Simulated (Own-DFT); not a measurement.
# How strain changes the stress of grey tin, 32 atoms (Sn32)

All numbers below are calculated, not measured. The program, named Own-DFT, is a retired in-house plane-wave density functional code that no person has reviewed. Each row is one single-point run on a periodic cell that was not relaxed, without spin or spin-orbit coupling.

Settings of every run: PBE; PseudoDojo norm-conserving scalar-relativistic files; cutoff 42 hartree; 3 x 3 x 5 k mesh centred on Gamma; cold (Marzari-Vanderbilt) smearing of 0.2 eV.

Known limits: forces on such cells failed a check on a denser k mesh; stress not checked against mesh or cutoff.

Unstrained cell vectors in Å: (12.978, 0.000, 0.000); (0.000, 12.978, 0.000); (0.000, 0.000, 6.489). The unstrained cell has measured lattice constants (interpolated for alloys), not those of this functional. That, the random moves and any unrelaxed bonds set the pressure at no strain. Each run strains this cell uniformly, with the atoms carried along. Every atom was also moved at random, by a Gaussian of width 0.05 Å on each axis. Strain is the symmetric tensor, in per cent. Stress is positive in tension, and the pressure is minus a third of its trace.

```
run,e_xx (%),e_yy (%),e_zz (%),s_xx (GPa),s_yy (GPa),s_zz (GPa),P (GPa),E (meV/atom)
1,-3.00,-3.00,0.00,-7.60,-7.49,-6.62,7.24,99.4
2,-0.75,-0.75,0.00,-4.44,-4.49,-4.28,4.40,43.2
3,1.50,1.50,0.00,-2.08,-2.01,-2.41,2.17,12.5
4,-2.25,-2.25,0.00,-6.56,-6.56,-5.83,6.32,85.3
5,2.00,2.00,0.00,-1.42,-1.45,-2.01,1.63,0.0
6,-1.75,-1.75,0.00,-5.82,-5.86,-5.23,5.64,66.5
7,-0.25,-0.25,0.00,-3.81,-3.91,-3.82,3.85,31.5
8,0.50,0.50,0.00,?,?,?,?,?
```

E is the free energy for each atom above the lowest run shown.

## Worked fit

The change of volume is close to e_xx + e_yy + e_zz. A straight line through the runs shown gives P = 3.76 - 56 x (fractional change of volume) GPa, with an error of 2 on the slope and a scatter of 0.17 GPa. The strain isn't the same on all axes, but the crystal is cubic, so the slope still estimates the bulk modulus, averaged over pressures from 1.6 to 7.2 GPa.

## Withheld run

Question: what pressure should run 8 give? Its volume changes by 1.00 %.

The line gives 3.2 GPa. The calculation gave 3.03 GPa.
